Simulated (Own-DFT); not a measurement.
# How strain changes the stress of 3C SiC, 96 atoms (C48Si48)

All numbers below are calculated, not measured. They come from Own-DFT, an in-house plane-wave density functional program, since retired, whose code no person has reviewed. Each row is one single-point run on a periodic cell that was not relaxed, without spin or spin-orbit coupling.

Settings of every run: PBE; PseudoDojo norm-conserving scalar-relativistic files; cutoff 42 hartree; 3 x 4 x 4 k mesh centred on Gamma; Fermi-Dirac smearing of 0.1 eV.

Known limits: forces on such cells passed a denser k mesh, each cell not checked; stress not checked against mesh or cutoff.

Unstrained cell vectors in Å: (13.079, 0.000, 0.000); (0.000, 8.719, 0.000); (0.000, 0.000, 8.719). The unstrained cell has measured lattice constants (interpolated for alloys), not those of this functional. That, the random moves and any unrelaxed bonds set the pressure at no strain. Each run strains this cell uniformly, with the atoms carried along. Every atom was also moved at random, by a Gaussian of width 0.05 Å on each axis. Strain is the symmetric tensor, in per cent. Stress is positive in tension, and the pressure is minus a third of its trace.

```
run,e_xx (%),e_yy (%),e_zz (%),e_yz (%),e_xz (%),e_xy (%),s_xx (GPa),s_yy (GPa),s_zz (GPa),s_yz (GPa),s_xz (GPa),s_xy (GPa),P (GPa),E (meV/atom)
1,1.21,0.46,-0.40,-0.57,-1.36,-0.94,-0.73,-2.29,-4.69,-3.94,-6.46,-5.41,2.57,4.6
2,-0.72,0.75,-1.13,-1.29,1.47,1.09,-9.87,-6.23,-10.89,-7.82,8.96,5.96,9.00,36.9
3,-0.55,1.89,0.72,1.95,0.40,-1.88,-5.02,0.68,-1.95,10.06,3.12,-10.37,2.10,39.4
4,0.32,-1.37,1.86,0.20,1.16,1.37,-3.53,-7.46,0.24,1.07,6.39,6.80,3.59,12.0
5,0.92,-0.95,1.51,-1.19,0.64,-1.08,-1.09,-5.68,0.28,-6.80,3.95,-6.19,2.17,0.0
6,1.06,0.67,1.76,1.61,0.38,-1.56,1.41,0.47,3.09,8.51,1.83,-8.22,-1.66,18.2
7,1.00,0.31,1.35,0.65,1.17,1.80,0.49,-1.28,1.25,2.93,5.70,9.28,-0.15,13.7
8,-1.14,0.36,0.20,0.05,0.41,-0.44,-8.91,-6.00,-6.26,1.61,2.79,-3.91,7.06,13.6
9,-0.15,-1.94,-1.04,-0.04,1.90,-1.97,-11.24,-14.99,-13.20,0.02,11.37,-11.18,13.14,26.7
10,1.64,1.93,-1.05,0.59,-1.25,-1.21,1.42,2.27,-4.74,2.50,-5.17,-6.07,0.35,21.0
11,-1.78,0.21,-1.09,0.75,1.57,0.26,-14.72,-9.45,-13.28,5.08,9.39,0.55,12.48,44.8
12,-0.37,-1.70,-0.94,-1.18,1.61,1.28,-12.47,-15.12,-14.06,-8.86,10.66,8.72,13.89,56.3
13,0.15,-1.40,-1.45,-1.87,-1.03,0.31,-9.60,-13.72,-13.38,-11.68,-6.38,-0.59,12.24,31.7
14,-0.72,-0.85,-0.07,1.00,1.86,1.76,-10.12,-10.22,-8.22,4.76,10.42,8.18,9.52,32.1
15,1.89,-1.24,1.45,-0.77,0.56,0.95,?,?,?,?,?,?,?,?
```

E is the free energy for each atom above the lowest run shown.

## Worked fit

Each stress component was fitted by least squares to a constant and the strains of the runs shown, as fractions, with shears doubled. Shear strains stay in the fit of a normal stress only where such slopes are resolved. The slopes, in GPa:

| stress | at no strain | per e_xx | per e_yy | per e_zz | scatter |
|---|---|---|---|---|---|
| s_xx | -6.1 | 398 ± 16 | 141 ± 12 | 164 ± 13 | 0.54 |
| s_yy | -6.1 | 161 ± 14 | 373 ± 10 | 154 ± 11 | 0.46 |
| s_zz | -6.1 | 169 ± 16 | 139 ± 12 | 400 ± 13 | 0.53 |

Each shear stress against twice its own strain: yz 277 ± 18, xz 293 ± 16, xy 265 ± 12 GPa. These are stiffnesses along x, y and z of the frame in which the cell vectors are given, which need not be the crystal's axes. The atoms are held to the strained lattice; where symmetry lets them move under strain, relaxing them would lower some slopes. The table should be nearly symmetric about its diagonal, and what it lacks of that shows the noise. A ninth of its sum, 233 ± 6 GPa, estimates the bulk modulus near the mean pressure of these runs, 6.2 GPa, so it lies above the value at zero pressure.

## Withheld run

Question: what normal stresses and pressure should run 15 give?

The fit gives s_xx = 2.0, s_yy = -5.4, s_zz = 1.1 and P = 0.7 GPa. The calculation gave 2.10, -5.38, 1.09 and P = 0.73 GPa.
